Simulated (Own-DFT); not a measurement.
Al$_{32}$O$_{47}$ (corundum with one vacancy, atoms displaced) (calculated)

All values are calculated (Own-DFT development build). A calculation, not a measurement: plane-wave PBE density functional theory by an unreviewed code, no spin, of a simulated periodic cell, stress positive in tension, free energy of the whole cell less one offset for each atom, defect cell not probed for a lower state with spin; oxygen file: force components 24 meV/angstrom off all-electron in one glass; forces on such cells passed a denser k mesh, this cell's mesh not checked; offsets are fitted by least squares, one for each functional and potential file, so energies compare only between cells with the same atoms and settings and are not formation energies; the far tail of each file's local potential was reset to the Coulomb form; each entry is a single point on an unrelaxed cell, so the pressure reflects the starting lattice, mostly measured values, from which strain is counted, and rises with the displacements; printed positions are rounded, which can move forces by about a meV/angstrom; the program is a retired in-house code; no spin-orbit coupling; before rounding, a Quantum ESPRESSO 7.3.1 run of the same cell and cutoff gave forces within 1 meV/angstrom rms on each cell, which checks the program and not the settings.

Common to all runs: functional PBE; potential files PseudoDojo norm-conserving, scalar-relativistic, standard set; wave cutoff 72 hartree; occupations Fermi-Dirac; smearing width 0.1 eV; k mesh 3 x 3 x 3 centred on Gamma.

(1) 
```xyz
79
Lattice="5.4940 0.0000 8.6604 -2.7470 4.7579 8.6604 -2.7470 -4.7579 8.6604" Properties=species:S:1:pos:R:3:force_x:R:1:force_y:R:1:force_z:R:1 formula=Al32O47 free_energy_of_cell_above_offsets=-52.988 pressure=8.48 stress_xx=-9.23 stress_yy=-8.68 stress_zz=-7.53 stress_yz=0.73 stress_xz=0.66 stress_xy=-0.13
Al     0.0361     0.0168     4.7035     -1.094     -0.592     -2.883
Al    -0.0185    -0.0489     8.4214      0.083       1.63      -0.49
Al    -0.0007     0.0296    11.0640     -0.726     -0.423      0.045
Al     0.0718     0.0392     1.8995     -3.951     -1.797      3.569
O     -0.0526     1.5891     7.5527     -1.122     -0.302      0.542
O      1.5039    -0.7379     7.5871      0.045      0.056     -0.012
O     -1.3898    -0.8939     7.5628      0.559     -1.087      0.034
O      0.0800    -1.6988     5.3880      0.907          1      0.258
O     -1.5678     0.6793     5.4685      1.744     -0.019     -0.803
O      1.3807     0.9611     5.4236      0.045     -0.995      0.646
Al    -1.3720    -2.4422     8.9187     -1.305      2.123     -0.246
Al    -1.3562    -2.3467    12.8567     -1.012     -0.759     -1.616
Al    -1.3399    -2.4416    15.4229     -0.708      1.331      0.638
Al    -1.3937    -2.3235     6.1807     -1.383          0      0.599
O     -1.5024    -0.8025    11.9516       0.02      1.547     -0.168
O      0.0628    -3.1324    12.0259      0.872     -0.233     -2.063
O     -2.7959    -3.3063    11.8585       1.25      1.213       1.53
O     -1.3188    -4.1314     9.8123      3.432      3.378      -2.98
O     -2.8904    -1.5877     9.7544       0.54     -0.974     -0.296
O     -0.0808    -1.3087     9.7036      0.673     -3.573      0.959
Al    -1.4714     2.3588     8.8568       1.81      0.434      0.434
Al    -1.3321     2.3045    12.7510     -0.784       1.75     -0.728
Al    -1.3534     2.4531    15.3094     -0.782       -1.3       1.49
Al    -1.3642     2.3280     6.1618     -0.808      0.087      1.727
O     -1.4472     3.9907    11.9415      0.131      0.358      0.142
O      0.0962     1.6745    11.8651      0.544       -0.5      0.444
O     -2.6716     1.4751    11.9336     -1.989     -0.863     -0.871
O     -1.3655     0.7638     9.7433       1.49      0.068     -0.047
O     -2.8892     3.1810     9.7024     -0.142     -0.504     -0.324
O     -0.0462     3.2994     9.7194      0.574      0.117      0.148
Al    -2.7590    -0.0202    13.3273         -1      0.134     -0.938
Al    -2.8312     0.1112    17.1291      1.702     -3.237     -1.283
Al    -2.7574     0.0208    19.7380     -0.109     -1.502      1.409
Al    -2.7743     0.0742    10.5884      0.441     -1.455      0.849
O     -2.8296     1.6673    16.1892     -0.378     -0.052      1.432
O     -1.2241    -0.8076    16.3192     -0.188       1.21     -0.454
O     -4.0852    -0.9448    16.1650     -0.143      0.244      1.361
O     -2.6707    -1.6784    14.1955      1.684      1.058     -1.932
O     -4.2738     0.8209    14.1123      0.701     -1.862     -0.922
O     -1.3492     0.9307    14.0663      -0.12     -0.515      0.224
Al     2.7942    -0.0253     8.9944     -0.644      0.457     -0.301
Al     2.7075    -0.0133    12.8200        1.1     -0.279     -1.549
Al     2.7713    -0.0387    15.4043     -0.665      0.196      0.389
Al     2.7374    -0.0181     6.3308      0.767      0.864     -1.339
O      2.6043     1.7188    11.8899      0.018     -1.548      0.213
O      4.2829    -0.6009    11.9192     -1.334     -2.269      0.316
O      1.3403    -0.9261    11.8797      0.252      0.103      0.582
O      2.8147    -1.6396     9.7993      0.272     -0.647     -0.657
O      1.2685     0.7015     9.7659      0.286      0.814     -0.331
O      4.1283     0.8969     9.7941     -0.521      1.018     -1.434
Al     1.3952    -2.3412    13.2477      0.472     -0.332        0.5
Al     1.3666    -2.3396    17.0417      0.735     -1.287      0.699
Al     1.3092    -2.3396    19.6794      1.915     -0.544      1.244
Al     1.3568    -2.4693    10.5582     -0.303      2.899      1.433
O      1.3505    -0.7523    16.3248     -0.893      1.513     -1.485
O      2.8611    -3.1058    16.2185      0.094     -0.062      1.161
O      0.0379    -3.2695    16.1917      0.328     -0.886      1.319
O      1.4697    -4.0320    14.0779     -0.099     -0.583     -0.005
O     -0.0880    -1.6857    14.1010     -0.341      1.468      0.657
Al     1.3528     2.3472    13.1201      0.637       0.59      1.459
Al     1.4013     2.3762    17.0075      -0.54      0.212      0.493
Al     1.3187     2.3123    19.6936      1.104      2.433      1.247
Al     1.4307     2.4095    10.5156     -1.607     -0.212     -0.212
O      1.2659     4.0466    16.1809     -0.682     -1.158      1.594
O      2.8571     1.5963    16.2681      0.102      0.693     -0.578
O     -0.0342     1.4077    16.2667      0.346       0.97     -0.263
O      1.5473     0.7542    14.1390     -1.734     -0.285     -0.575
O     -0.1458     3.0812    14.1016      1.076      0.292     -0.702
O      2.7672     3.2340    14.0714     -1.006      0.744     -0.307
Al     0.0396    -0.0072    17.5474     -0.398      0.297     -0.144
Al    -0.0959    -0.0336    21.3768      1.276      0.759      1.886
Al     0.0101    -0.0585    24.1483      0.529      1.347     -2.467
Al    -0.0270     0.0484    14.9372      0.612     -1.413      0.092
O     -0.1563     1.6478    20.6057      0.515     -0.065     -0.911
O      1.4035    -0.7329    20.6193      1.146      0.771     -0.405
O     -1.3148    -0.9563    20.5109     -1.864      0.488      -0.11
O      0.1489    -1.5647    18.4397     -0.333     -0.955     -0.541
O     -1.4665     0.7237    18.4673     -0.821     -0.566     -1.028
O      1.4348     1.0143    18.3510     -1.301     -1.028      0.638
```

Units: free_energy_of_cell_above_offsets in eV; pressure, stress_xx, stress_yy, stress_zz, stress_yz, stress_xz, stress_xy in GPa; force_x, force_y, force_z in eV/Å.

(2) 
```xyz
79
Lattice="5.4940 0.0000 8.6604 -2.7470 4.7579 8.6604 -2.7470 -4.7579 8.6604" Properties=species:S:1:pos:R:3:force_x:R:1:force_y:R:1:force_z:R:1 formula=Al32O47 free_energy_of_cell_above_offsets=-53.192 pressure=8.71 stress_xx=-9.83 stress_yy=-8.98 stress_zz=-7.34 stress_yz=0.15 stress_xz=0.18 stress_xy=0.95
Al     0.0480     0.0067     4.5286     -1.667      -0.99      0.935
Al     0.0533     0.0907     8.3906     -0.424     -3.056      0.315
Al    -0.0030     0.0774    11.0551      0.285     -2.551       1.02
Al    -0.0560    -0.0236     1.9114      1.094     -1.558     -0.052
O     -0.1968     1.6219     7.5123       2.39      0.801      0.722
O      1.4712    -0.8278     7.5725      0.616      2.185      0.511
O     -1.3495    -0.8707     7.6102     -0.637      -0.53     -0.229
O      0.2041    -1.5836     5.3364     -1.768     -1.296      1.936
O     -1.5203     0.7762     5.4872       1.16     -0.419     -1.523
O      1.4218     0.8668     5.4003     -1.025      1.263      0.008
Al    -1.4414    -2.3371     8.9382      3.819     -1.383     -1.106
Al    -1.4426    -2.4880    12.7625      1.821      1.773      0.102
Al    -1.3713    -2.3789    15.4985     -0.054      0.648     -2.002
Al    -1.3346    -2.3676     6.2716      0.223      0.231     -1.057
O     -1.5145    -0.7567    12.0143      0.125     -0.051     -1.613
O      0.0833    -3.1289    11.9771      0.236     -0.474      -0.55
O     -2.7766    -3.3738    11.8904      0.464      0.277      0.919
O     -1.3361    -4.0371     9.7759      0.609      0.023      -0.59
O     -2.7467    -1.7103     9.7995     -3.202      1.167      1.021
O      0.0244    -1.4128     9.7495     -0.225     -0.794      0.158
Al    -1.2835     2.3376     8.9300     -2.687       0.59     -0.321
Al    -1.4074     2.4213    12.7286     -0.449     -0.563        0.5
Al    -1.3325     2.3263    15.3734     -0.439      -0.18      0.519
Al    -1.3298     2.4431     6.2400     -2.264     -1.013     -0.367
O     -1.4467     4.0325    11.8836     -0.244      0.274     -0.259
O      0.0148     1.7035    11.8896      2.006      0.078     -0.285
O     -2.7395     1.4848    11.9444      0.103       -1.2     -0.571
O     -1.1543     0.7066     9.7440     -2.197      0.584      0.151
O     -2.9134     3.0776     9.7588      1.617       0.48      0.102
O      0.0346     3.3270     9.7242     -0.317     -0.399      -0.71
Al    -2.7651    -0.1064    13.2342      0.211      2.551     -0.246
Al    -2.7096    -0.0753    16.9912     -2.233      2.692      1.364
Al    -2.7411     0.0077    19.7084     -0.824      0.929      0.078
Al    -2.7513    -0.0517    10.5538       1.25      0.741      1.584
O     -2.8810     1.6734    16.2635       0.53     -0.542     -0.577
O     -1.2839    -0.6511    16.2273      1.626     -1.676     -0.398
O     -4.1103    -0.9664    16.1670      1.055      1.328       1.17
O     -2.5842    -1.6604    14.0969     -0.288     -0.975      0.253
O     -4.2322     0.7564    14.0352      0.367     -0.496      0.643
O     -1.3170     0.9015    14.0459     -0.993     -0.016      0.327
Al     2.7594     0.0043     8.9174     -0.745     -0.955     -0.583
Al     2.7024     0.0239    12.7544      0.951     -1.877      0.271
Al     2.7379    -0.0298    15.4285      1.273      1.384     -1.028
Al     2.7339    -0.0281     6.1817      0.453     -1.265       1.22
O      2.6475     1.6016    11.8463     -0.472      0.857       0.14
O      4.2401    -0.8285    12.0157      0.218      1.912     -1.124
O      1.4151    -0.9727    11.8970     -1.018      1.083     -0.393
O      2.8814    -1.6260     9.6870     -0.393     -0.823      0.716
O      1.2004     0.7558     9.7705      1.905      0.533     -1.147
O      4.1179     0.8565     9.7217      0.027      1.217      0.239
Al     1.2931    -2.4630    13.2939      1.805      1.307     -1.194
Al     1.3332    -2.4235    17.0118      1.203      0.353      0.671
Al     1.4653    -2.4725    19.7183     -2.226      1.638      -0.23
Al     1.4238    -2.4144    10.5238     -0.697      1.719      1.048
O      1.2648    -0.7453    16.1949     -0.202     -0.332      1.116
O      2.8856    -3.1263    16.2510     -0.897       0.65      0.267
O     -0.0397    -3.2655    16.2755     -0.273      -1.17     -0.111
O      1.5105    -4.0935    14.1285     -0.852       1.29     -0.578
O     -0.0636    -1.6401    14.0922     -1.216     -0.152      1.111
O      2.7969    -1.4895    14.0183     -0.544     -0.082       1.42
Al     1.3716     2.3901    13.1362     -0.212     -0.061      1.556
Al     1.3809     2.3841    17.1057      0.109     -0.132     -0.604
Al     1.3870     2.3601    19.7766      0.717      0.283     -0.059
Al     1.3584     2.4258    10.5247      1.129     -0.497      0.941
O      1.3040     4.0255    16.2581     -1.309      0.546      0.026
O      2.8893     1.7830    16.2332     -0.794     -2.146      0.307
O      1.5367     0.6886    14.0446     -1.254      1.139      0.213
O     -0.2100     3.0728    14.0928      2.844       0.22     -0.943
O      2.6692     3.3580    14.0782      0.977     -1.221      -0.39
Al     0.0624    -0.0005    17.5329     -0.288      0.862       0.64
Al     0.0040    -0.0179    21.3848     -0.149       1.62      1.224
Al    -0.0169    -0.0080    24.1083      0.522     -0.092     -1.121
Al     0.0188     0.0529    14.8962      0.273     -0.592     -0.624
O     -0.0610     1.6983    20.5352     -1.607      -1.83      0.464
O      1.3927    -0.7258    20.6111      2.414      -1.74     -1.528
O     -1.3433    -0.8545    20.5546     -0.908     -1.415     -0.612
O      0.1763    -1.6920    18.4122     -0.183      0.829     -0.834
O     -1.5676     0.7373    18.4187       1.57     -0.672     -0.947
O      1.4809     0.9279    18.4636     -1.822      -0.84     -1.424
```

Units: free_energy_of_cell_above_offsets in eV; pressure, stress_xx, stress_yy, stress_zz, stress_yz, stress_xz, stress_xy in GPa; force_x, force_y, force_z in eV/Å.

(3) 
```xyz
79
Lattice="5.4940 0.0000 8.6604 -2.7470 4.7579 8.6604 -2.7470 -4.7579 8.6604" Properties=species:S:1:pos:R:3:force_x:R:1:force_y:R:1:force_z:R:1 formula=Al32O47 free_energy_of_cell_above_offsets=-52.152 pressure=9.14 stress_xx=-10 stress_yy=-8.9 stress_zz=-8.53 stress_yz=0.25 stress_xz=0.15 stress_xy=-0.27
Al    -0.1011    -0.0006     4.6171      2.997      1.053     -0.565
Al    -0.0973    -0.0060     8.4707      1.334      1.032     -0.438
Al    -0.0601     0.0085    11.2252      3.873      1.609     -4.099
Al     0.0296    -0.0472     1.9934     -0.837      0.524      -0.84
O     -0.1784     1.7447     7.5514      0.596     -1.057      0.069
O      1.4833    -0.6866     7.5917      -0.47      0.063     -0.344
O     -1.3689    -1.0072     7.5830     -0.142      1.717      -1.15
O      0.1371    -1.6010     5.4477     -0.681     -0.898      -0.45
O     -1.4869     0.7577     5.3467     -1.395     -0.123      1.558
O      1.3489     0.9698     5.4192     -0.201     -0.427     -0.297
Al    -1.3406    -2.4111     8.9482     -0.832      0.691     -0.776
Al    -1.3278    -2.3569    12.8135     -0.923     -0.832     -1.313
Al    -1.3423    -2.3255    15.4217      -0.81     -0.867      0.745
Al    -1.3306    -2.3519     6.2567     -0.524     -0.685      1.394
O     -1.4066    -0.6229    11.8835     -3.673     -2.703      2.922
O      0.0950    -3.1645    11.8657      -0.08      2.051       0.68
O     -2.8468    -3.3210    11.9328       1.38      0.151      0.052
O     -1.3378    -4.0285     9.7584      1.656     -0.883      0.085
O     -2.8070    -1.5829     9.7174     -1.089      -0.49      0.915
O     -0.0239    -1.4355     9.7109      0.868     -0.687       1.16
Al    -1.4880     2.5182     8.9230      1.324     -1.847      0.843
Al    -1.4063     2.3152    12.8129      0.915      2.049     -1.519
Al    -1.3508     2.3848    15.3846      -0.41      1.205       1.51
Al    -1.4060     2.4544     6.2680      1.503     -1.719      0.228
O     -1.4044     3.9984    11.8842     -1.717     -0.352      0.589
O      0.0752     1.6847    11.8855      0.671      0.087       1.14
O     -2.8127     1.4110    11.9150      1.865      0.473      1.325
O     -1.2457     0.7548     9.7080      -1.05      0.631      0.731
O      0.1785     3.2404     9.7181     -3.364      1.594     -0.563
Al    -2.7390    -0.0213    13.2796       0.12      0.012     -0.493
Al    -2.7954    -0.0497    17.1768      2.313      0.507     -1.022
Al    -2.7302     0.0303    19.7537      -0.16      -1.34     -0.665
Al    -2.7959     0.0690    10.5346      2.041     -2.015      0.025
O     -2.8304     1.5728    16.2602     -0.004       0.58     -0.447
O     -1.1916    -0.7394    16.2532     -1.273      0.708     -0.781
O     -4.0591    -0.8831    16.2311     -0.748      -0.15      0.158
O     -2.5710    -1.6589    14.0365     -0.649      0.905      0.551
O     -4.2218     0.7154    14.1082      0.167       0.92     -0.345
O     -1.2618     1.0091    14.0713     -2.436     -1.324     -0.922
Al     2.7122     0.0174     8.9061      0.307      0.084     -0.549
Al     2.8259    -0.1124    12.7567      -2.31      2.566     -0.799
Al     2.7527    -0.0208    15.2853      -0.28      0.855      3.389
Al     2.7128     0.0305     6.2138      0.188     -0.066      1.268
O      2.6815     1.6785    11.9199     -2.108     -0.764      0.995
O      4.2191    -0.7646    11.9683      1.235     -1.294     -0.888
O      1.3816    -1.0151    11.8572      0.227      1.907      1.537
O      2.8233    -1.6456     9.6476      0.899     -0.857      1.303
O      1.3241     0.7548     9.8217     -0.838     -0.578      -0.21
O      4.1143     0.8710     9.7326      0.445      0.519      0.511
Al     1.4005    -2.3176    13.2226     -1.022     -2.375      0.492
Al     1.3402    -2.2947    17.0743      0.929      -0.97      0.335
Al     1.2837    -2.3856    19.7402      2.735      0.334     -1.082
Al     1.3971    -2.3753    10.6379     -0.278     -0.194     -2.385
O      1.2462    -0.6813    16.3245       0.86       0.97     -1.694
O      2.8960    -3.0499    16.2681     -0.637     -1.007     -0.807
O      0.0139    -3.2383    16.2425     -0.046     -0.867      -0.35
O      1.3712    -4.0700    14.0138      2.345      1.572     -0.342
O     -0.0795    -1.6139    14.0857      0.133     -0.191     -0.949
O      2.6653    -1.4063    14.1049      1.603     -1.193       -0.4
Al     1.3566     2.4315    13.2159      0.077     -0.382      0.846
Al     1.3876     2.3381    17.0619     -1.521      1.268     -0.696
Al     1.5089     2.3389    19.7213     -2.684      1.658     -1.112
Al     1.4336     2.3976    10.6013     -0.534     -1.013     -0.436
O      1.3191     3.9701    16.1748      0.279      0.711       0.46
O      2.8449     1.6746    16.2619      0.427     -0.319     -0.808
O     -0.0796     1.5040    16.2235      1.767      -0.77      0.773
O      1.4869     0.7380    14.1653      0.231      0.885     -2.103
O     -0.1344     3.1610    14.0891      0.252     -0.893     -0.645
O      2.8210     3.2835    14.0349     -0.999      0.764     -0.286
Al    -0.0608     0.0935    17.5523      2.289      -2.04     -2.045
Al     0.0011    -0.0089    21.3369     -0.246      0.562      1.481
Al     0.1224     0.0346    24.0908     -2.846      0.411     -0.052
Al    -0.0056     0.0337    14.8496      0.464     -0.518      2.629
O     -0.1200     1.6726    20.5470      1.031     -0.397       0.24
O      1.5475    -0.7062    20.6513     -0.804     -0.653     -1.598
O     -1.4292    -0.8435    20.6279      1.279     -1.569     -0.534
O      0.0779    -1.6407    18.3300       1.02      0.263      1.871
O     -1.4227     0.6286    18.3574     -2.927      2.778      2.856
O      1.4138     0.9468    18.3801     -1.098      0.643      0.134
```

Units: free_energy_of_cell_above_offsets in eV; pressure, stress_xx, stress_yy, stress_zz, stress_yz, stress_xz, stress_xy in GPa; force_x, force_y, force_z in eV/Å.
